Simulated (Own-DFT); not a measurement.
# Computed records: TiO2 (rutile, strained, atoms displaced)

All values are calculated (Own-DFT development build). A calculation, not a measurement: plane-wave PBE density functional theory by an unreviewed code, no spin, of a simulated periodic cell, stress positive in tension, free energy of the whole cell less one offset for each atom, oxygen file: force components 24 meV/angstrom off all-electron in one glass; forces on such cells passed a denser k mesh, this cell's mesh not checked; offsets are fitted by least squares, one for each functional and potential file, so energies compare only between cells with the same atoms and settings and are not formation energies; the far tail of each file's local potential was reset to the Coulomb form; each entry is a single point on an unrelaxed cell, so the pressure reflects the starting lattice, mostly measured values (interpolated for alloys), from which strain is counted, and rises with the displacements; printed positions are rounded, which can move forces by about a meV/angstrom; the program, named Own-DFT, is a retired in-house code; no spin-orbit coupling; before rounding, a Quantum ESPRESSO 7.3.1 run of the same cell and cutoff gave forces within 1 meV/angstrom rms on each cell, which checks the program and not the settings.

Common to all runs: functional PBE; potential files PseudoDojo norm-conserving, scalar-relativistic, standard set; wave cutoff 72 hartree; occupations Fermi-Dirac; smearing width 0.1 eV; k mesh 3 x 3 x 3 centred on Gamma.

```yaml
- entry: 1
  formula: TiO2
  kind: "rutile, strained, atoms displaced"
  structure:
    cell_angstrom:
      - [9.071, 0.1114, 0.0785]
      - [0.1114, 9.3035, -0.1143]
      - [0.0758, -0.1104, 8.8441]
    atoms_fractional:
      - [Ti, 0.99733, 0.9964, 0.99794]
      - [Ti, 0.25427, 0.24968, 0.16602]
      - [O, 0.15452, 0.15674, 0.00148]
      - [O, 0.34636, 0.3442, 0.9933]
      - [O, 0.39829, 0.09675, 0.1758]
      - [O, 0.10461, 0.39541, 0.16221]
      - [Ti, 0.0006, 0.00376, 0.33456]
      - [Ti, 0.25145, 0.24548, 0.49571]
      - [O, 0.14893, 0.1572, 0.33162]
      - [O, 0.35295, 0.3424, 0.32683]
      - [O, 0.40816, 0.09673, 0.49389]
      - [O, 0.10206, 0.4066, 0.49403]
      - [Ti, 0.00953, 0.00538, 0.66442]
      - [Ti, 0.25307, 0.25407, 0.83104]
      - [O, 0.14853, 0.14636, 0.66178]
      - [O, 0.35623, 0.34966, 0.67134]
      - [O, 0.39897, 0.1076, 0.82895]
      - [O, 0.08931, 0.39812, 0.84031]
      - [Ti, 0.00042, 0.49298, 0.99403]
      - [Ti, 0.2558, 0.75049, 0.17169]
      - [O, 0.14491, 0.64386, 0.99325]
      - [O, 0.34422, 0.8491, 0.99558]
      - [O, 0.40075, 0.59963, 0.15974]
      - [O, 0.10032, 0.90118, 0.16919]
      - [Ti, 0.99007, 0.49577, 0.33465]
      - [Ti, 0.25456, 0.74363, 0.49117]
      - [O, 0.1578, 0.65352, 0.33755]
      - [O, 0.34653, 0.85229, 0.3361]
      - [O, 0.40526, 0.59471, 0.49946]
      - [O, 0.08751, 0.89754, 0.50143]
      - [Ti, 0.99659, 0.49763, 0.66222]
      - [Ti, 0.24809, 0.75071, 0.82525]
      - [O, 0.14916, 0.64926, 0.67386]
      - [O, 0.35323, 0.84573, 0.66445]
      - [O, 0.40193, 0.60181, 0.82783]
      - [O, 0.09785, 0.90556, 0.83065]
      - [Ti, 0.50205, 0.00054, 0.00541]
      - [Ti, 0.73949, 0.24129, 0.16365]
      - [O, 0.65274, 0.15921, 0.00745]
      - [O, 0.84811, 0.34012, 0.00422]
      - [O, 0.9035, 0.09593, 0.17619]
      - [O, 0.59871, 0.4039, 0.17188]
      - [Ti, 0.49484, 0.99453, 0.32714]
      - [Ti, 0.74798, 0.25153, 0.50151]
      - [O, 0.6519, 0.15378, 0.33957]
      - [O, 0.85308, 0.33875, 0.33206]
      - [O, 0.90519, 0.10209, 0.50148]
      - [O, 0.60761, 0.39891, 0.49233]
      - [Ti, 0.49078, 0.00127, 0.67356]
      - [Ti, 0.75637, 0.25035, 0.83202]
      - [O, 0.65562, 0.15956, 0.66962]
      - [O, 0.84194, 0.34284, 0.67396]
      - [O, 0.90104, 0.10525, 0.83125]
      - [O, 0.59534, 0.4126, 0.82568]
      - [Ti, 0.50276, 0.50199, 0.00895]
      - [Ti, 0.75311, 0.74272, 0.17778]
      - [O, 0.65486, 0.64946, 0.99589]
      - [O, 0.84984, 0.84036, 0.0042]
      - [O, 0.90301, 0.59751, 0.16186]
      - [O, 0.59201, 0.90662, 0.17074]
      - [Ti, 0.50306, 0.50242, 0.33518]
      - [Ti, 0.74995, 0.75237, 0.50667]
      - [O, 0.64516, 0.65297, 0.33865]
      - [O, 0.86209, 0.84703, 0.3398]
      - [O, 0.89318, 0.59369, 0.50832]
      - [O, 0.60269, 0.89773, 0.50408]
      - [Ti, 0.49999, 0.5101, 0.67072]
      - [Ti, 0.75071, 0.74915, 0.83717]
      - [O, 0.65206, 0.6581, 0.66804]
      - [O, 0.86013, 0.84799, 0.67254]
      - [O, 0.90895, 0.59717, 0.82422]
      - [O, 0.59679, 0.90532, 0.83707]
  results:
    "free_energy_of_cell_above_offsets [eV]": "-16.320"
    "pressure [GPa]": 7.83
    "stress_xx [GPa]": -8.71
    "stress_yy [GPa]": -6.15
    "stress_zz [GPa]": -8.64
    "stress_yz [GPa]": -4.19
    "stress_xz [GPa]": 2.62
    "stress_xy [GPa]": 5.57
    force_element: [Ti, Ti, O, O, O, O, Ti, Ti, O, O, O, O, Ti, Ti, O, O, O, O, Ti, Ti, O, O, O, O, Ti, Ti, O, O, O, O, Ti, Ti, O, O, O, O, Ti, Ti, O, O, O, O, Ti, Ti, O, O, O, O, Ti, Ti, O, O, O, O, Ti, Ti, O, O, O, O, Ti, Ti, O, O, O, O, Ti, Ti, O, O, O, O]
    "force_x [eV/angstrom]": [0.419, -1.296, -0.551, 1.126, 0.654, -1.175, -0.155, 0.319, 0.537, 0.255, -0.854, 0.04, -1.285, -0.582, 1.509, -1.098, 0.96, 0.994, 0.285, -1.829, 1.076, 0.598, -0.001, 0.308, -0.028, -1.164, -0.381, -0.207, -0.837, 1.736, 0.261, -0.557, 0.406, -0.253, -0.174, 0.198, -0.678, 1.722, -1.879, -0.062, -0.428, -0.152, 0.857, 0.062, -0.403, 0.816, 0.03, -1.381, 1.058, -0.546, -1.162, 1.56, 0.557, 0.423, 0.594, 1.038, -0.284, -0.003, -0.665, 1.481, 0.176, 0.381, 0.691, -1.903, 0.708, -0.461, 0.531, 0.981, -0.045, -1.566, -1.228, -0.075]
    "force_y [eV/angstrom]": [0.502, 0.533, -1.055, 0.911, -0.641, 1.479, 0.043, 0.4, -0.101, 0.607, 0.464, -0.156, -0.638, 0.514, 1.545, -0.494, -1.422, -1.019, 0.518, 0.508, 1.107, 0.312, 0.123, -0.107, -1.515, 0.48, -0.307, -0.815, 0.64, -0.566, -0.066, -0.553, 0.188, 0.241, 0.23, 0.057, -0.375, 0.489, -1.77, 0.655, -0.146, 0.321, 1.307, -0.947, -0.597, 1.553, -0.223, 1.734, -0.049, 0.479, -1.17, 1.427, -1.195, -0.416, -1.052, 0.296, 0.062, 0.666, 0.179, -1.287, -1.402, 1.667, 0.536, -1.372, -0.702, 0.608, -1.359, 0.282, -0.049, -0.838, 0.358, 0.385]
    "force_z [eV/angstrom]": [0.57, -0.77, -0.394, 0.455, -0.79, 0.717, 0.257, -0.172, 0.678, 1.035, 1.247, -0.075, -0.459, 0.446, -0.188, -0.764, 0.769, -2.039, 0.955, -2.374, 0.569, 0.796, 1.008, -0.777, -0.836, 1.67, -0.581, -0.027, -0.113, -0.309, 0.631, 1.131, -1.106, -0.104, 1.01, 0.582, -0.746, 1.729, -1.23, 0.277, -1.122, -0.906, 2.494, -0.037, -0.747, 0.005, 0.174, -0.198, -1.371, -0.23, -0.021, -0.624, 1.016, 0.88, -2.372, -0.566, 0.908, 0.227, 1.389, -1.694, 0.882, 0.954, -0.743, -0.851, -0.826, -0.255, 0.632, -0.596, 0.085, -0.07, 0.826, 0.075]
- entry: 2
  formula: TiO2
  kind: "rutile, strained, atoms displaced"
  structure:
    cell_angstrom:
      - [9.1041, -0.1751, -0.0822]
      - [-0.1751, 9.0103, -0.054]
      - [-0.0794, -0.0521, 8.8721]
    atoms_fractional:
      - [Ti, 0.99258, 0.00523, 0.00635]
      - [Ti, 0.24393, 0.2555, 0.16924]
      - [O, 0.15696, 0.15146, 0.00558]
      - [O, 0.3579, 0.3498, 0.00905]
      - [O, 0.40256, 0.10271, 0.1709]
      - [O, 0.09675, 0.40217, 0.16504]
      - [Ti, 0.99267, 0.99588, 0.34631]
      - [Ti, 0.25917, 0.24921, 0.50122]
      - [O, 0.15662, 0.15445, 0.32851]
      - [O, 0.35809, 0.35815, 0.32708]
      - [O, 0.4026, 0.0951, 0.49919]
      - [O, 0.1084, 0.4014, 0.50632]
      - [Ti, 0.99886, 0.00605, 0.65418]
      - [Ti, 0.24978, 0.24028, 0.83294]
      - [O, 0.14567, 0.16022, 0.67843]
      - [O, 0.33578, 0.33603, 0.66301]
      - [O, 0.40597, 0.09933, 0.82008]
      - [O, 0.09815, 0.39891, 0.84265]
      - [Ti, 0.01189, 0.49647, 5.0e-05]
      - [Ti, 0.2495, 0.74786, 0.16399]
      - [O, 0.15697, 0.64477, 0.00607]
      - [O, 0.35562, 0.84894, 0.99531]
      - [O, 0.40905, 0.59574, 0.16781]
      - [O, 0.08984, 0.89324, 0.18109]
      - [Ti, 0.00182, 0.50637, 0.32932]
      - [Ti, 0.2526, 0.75378, 0.50383]
      - [O, 0.15997, 0.65695, 0.32029]
      - [O, 0.34244, 0.83882, 0.33299]
      - [O, 0.41112, 0.60045, 0.50447]
      - [O, 0.09794, 0.89885, 0.50192]
      - [Ti, 0.00751, 0.50346, 0.67605]
      - [Ti, 0.25211, 0.75218, 0.82578]
      - [O, 0.15532, 0.65794, 0.66826]
      - [O, 0.34129, 0.84189, 0.67459]
      - [O, 0.40965, 0.60373, 0.8345]
      - [O, 0.09606, 0.90414, 0.83158]
      - [Ti, 0.49349, 0.99445, 0.99912]
      - [Ti, 0.75102, 0.24758, 0.16764]
      - [O, 0.64995, 0.16392, 0.99896]
      - [O, 0.84907, 0.33835, 0.00629]
      - [O, 0.90025, 0.08964, 0.17109]
      - [O, 0.60675, 0.40978, 0.16483]
      - [Ti, 0.49351, 0.00084, 0.33729]
      - [Ti, 0.74939, 0.24573, 0.49979]
      - [O, 0.65847, 0.15217, 0.33125]
      - [O, 0.83487, 0.34485, 0.33436]
      - [O, 0.90638, 0.09097, 0.497]
      - [O, 0.59784, 0.39761, 0.49874]
      - [Ti, 0.49757, 0.99199, 0.66152]
      - [Ti, 0.74467, 0.24994, 0.82984]
      - [O, 0.64776, 0.14456, 0.66358]
      - [O, 0.84992, 0.34602, 0.66843]
      - [O, 0.90624, 0.09329, 0.83856]
      - [O, 0.59253, 0.40422, 0.82982]
      - [Ti, 0.50196, 0.4966, 0.01214]
      - [Ti, 0.74353, 0.73915, 0.17259]
      - [O, 0.64198, 0.65267, 0.99837]
      - [O, 0.83713, 0.84329, 0.99451]
      - [O, 0.89812, 0.59562, 0.15977]
      - [O, 0.5864, 0.90887, 0.16785]
      - [Ti, 0.50861, 0.49175, 0.32764]
      - [Ti, 0.75172, 0.75747, 0.4986]
      - [O, 0.65614, 0.65534, 0.33138]
      - [O, 0.84928, 0.83983, 0.34126]
      - [O, 0.90413, 0.58687, 0.49892]
      - [O, 0.59981, 0.8993, 0.49774]
      - [Ti, 0.49744, 0.50185, 0.67481]
      - [Ti, 0.74261, 0.75493, 0.83977]
      - [O, 0.66059, 0.65086, 0.66564]
      - [O, 0.84644, 0.83901, 0.66984]
      - [O, 0.89912, 0.60146, 0.83723]
      - [O, 0.59917, 0.89859, 0.8341]
  results:
    "free_energy_of_cell_above_offsets [eV]": "-13.285"
    "pressure [GPa]": 15.62
    "stress_xx [GPa]": -15.11
    "stress_yy [GPa]": -16.35
    "stress_zz [GPa]": -15.41
    "stress_yz [GPa]": -2.01
    "stress_xz [GPa]": -2.49
    "stress_xy [GPa]": -9.7
    force_element: [Ti, Ti, O, O, O, O, Ti, Ti, O, O, O, O, Ti, Ti, O, O, O, O, Ti, Ti, O, O, O, O, Ti, Ti, O, O, O, O, Ti, Ti, O, O, O, O, Ti, Ti, O, O, O, O, Ti, Ti, O, O, O, O, Ti, Ti, O, O, O, O, Ti, Ti, O, O, O, O, Ti, Ti, O, O, O, O, Ti, Ti, O, O, O, O]
    "force_x [eV/angstrom]": [0.352, 0.898, -0.356, -1.46, -0.018, 0.137, 2.076, -1.505, -0.677, -1.818, -0.469, -0.493, 0.072, 1.021, -0.822, 2.354, -0.506, 0.506, -2.257, -0.042, 0.382, -1.386, -0.534, 0.516, -0.712, 0.777, -1.728, 1.566, -1.081, 0.34, -1.728, -1.361, -0.959, 1.778, -0.984, 0.752, 1.267, 0.3, -1.12, 0.796, -0.312, 0.62, 0.369, -0.933, -1.479, 2.311, -1.62, 0.343, 1.268, 0.23, 0.645, 0.089, -0.843, 1.027, -0.57, 0.406, 1.063, 1.604, 0.027, 1.236, 0.173, -0.356, -0.697, 0.5, 0.445, -0.562, 0.772, 0.246, -1.339, 1.24, 1.359, -1.134]
    "force_y [eV/angstrom]": [-1.323, -0.49, -0.434, -1.113, -0.305, -0.301, -0.526, 0.825, -0.516, -1.761, -0.054, 0.252, -1.795, 0.421, -1.3, 2.22, -0.043, -0.096, 0.239, 0.866, 0.558, -0.679, 0.823, 0.179, -0.169, -1.728, -2.009, 1.755, 0.616, 0.145, -0.405, -0.211, -1.242, 1.872, -0.046, -0.652, 1.604, -0.158, -1.432, 0.823, 0.45, -0.751, 0.114, 1.857, -1.599, 1.399, 1.744, -0.488, 0.544, 0.45, 0.195, -0.344, 0.599, -1.15, 0.278, 0.419, 0.733, 1.478, 0.146, -1.004, 0.907, -1.565, -0.59, 0.839, 0.515, 0.237, 1.028, -1.398, -1.105, 1.78, -1.223, 1.094]
    "force_z [eV/angstrom]": [-0.78, -0.151, -0.542, -0.789, 0.021, 0.882, -4.444, -1.656, 0.707, 0.961, 0.464, -0.742, 4.719, 1.731, -1.9, 1.583, 0.508, -0.957, -0.621, -0.333, -1.001, 0.228, 0.195, -1.011, 1.535, -2.006, 1.832, 1.031, -0.269, 0.31, -0.826, 3.028, -0.728, -1.497, -0.379, 0.192, 0.884, -1.107, -0.553, -0.783, 0.299, 0.501, -2.498, 0.048, 0.624, 0.612, 0.614, 0.309, 1.286, 1.158, -0.024, -0.015, -0.633, 0.197, -1.717, -2.055, 0.693, 2.165, 0.956, 0.12, 2.042, 2.653, 0.363, -1.182, -0.247, 0.082, -0.817, -1.376, -0.617, -0.548, -0.247, -0.483]
```
